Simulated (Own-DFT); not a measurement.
# What random displacements cost in zincblende GaP, 96 atoms (Ga48P48)

All numbers below are calculated, not measured. The program, named Own-DFT, is a retired in-house plane-wave density functional code that no person has reviewed. Each row is one single-point run on a periodic cell that was not relaxed, without spin or spin-orbit coupling.

Settings of every run: PBE; PseudoDojo norm-conserving scalar-relativistic files; cutoff 42 hartree; 2 x 3 x 3 k mesh centred on Gamma; Fermi-Dirac smearing of 0.1 eV.

Known limits, some of them of some rows only: some atoms lie very close together; forces on such cells moved up to 12 meV/angstrom on a denser k mesh; forces on such cells passed a denser k mesh, each cell not checked; stress not checked against mesh or cutoff.

Cell vectors in Å: (16.352, 0.000, 0.000); (0.000, 10.901, 0.000); (0.000, 0.000, 10.901). In each run every atom was moved at random and independently from its ideal site; u is the rms move along one axis. E is the free energy for each atom above the fitted value at u = 0, and F the rms of the force components.

| run | u (Å) | E (meV/atom) | F (eV/Å) | largest force (eV/Å) | P (GPa) |
|---|---|---|---|---|---|
| 1 | 0.0195 | 6.8 | 0.277 | 1.17 | 2.71 |
| 2 | 0.0207 | 7.4 | 0.286 | 1.21 | 2.72 |
| 3 | 0.0487 | 42.5 | 0.713 | 3.13 | 3.23 |
| 4 | 0.0504 | ? | ? | ? | ? |
| 5 | 0.0973 | 156.3 | 1.408 | 5.36 | 4.65 |
| 6 | 0.0984 | 179.1 | 1.636 | 9.24 | 5.23 |
| 7 | 0.1514 | 395.0 | 2.472 | 10.00 | 8.15 |
| 8 | 0.2025 | 746.6 | 3.898 | 16.38 | 13.34 |

## Worked fit

For small independent moves the energy grows as E = (3/2) K u², with K the mean stiffness felt by one atom. The runs with u up to 0.11 Å give K = 11.7 ± 0.4 eV/Å², with residuals divided by u² + 0.0006 Å², since the noise grows with the moves. The scatter is 2.4 meV/atom at u = 0.05 Å. The forces follow F = G u with G = 14.8 eV/Å²; no force at u = 0 is resolved. G exceeds K because the moves of its neighbours add to the force on an atom, and stiffness differs between atoms. At u = 0.203 Å the parabola gives 722 meV/atom and the run 747. The pressure follows P = 2.63 + 242 u² GPa: at fixed volume, shortened bonds push harder than stretched ones pull.

## Withheld run

Question: what energy and rms force should run 4 give?

The fit gives 45 ± 3 meV/atom and about 0.75 eV/Å. The calculation gave 47.1 meV/atom and 0.750 eV/Å.
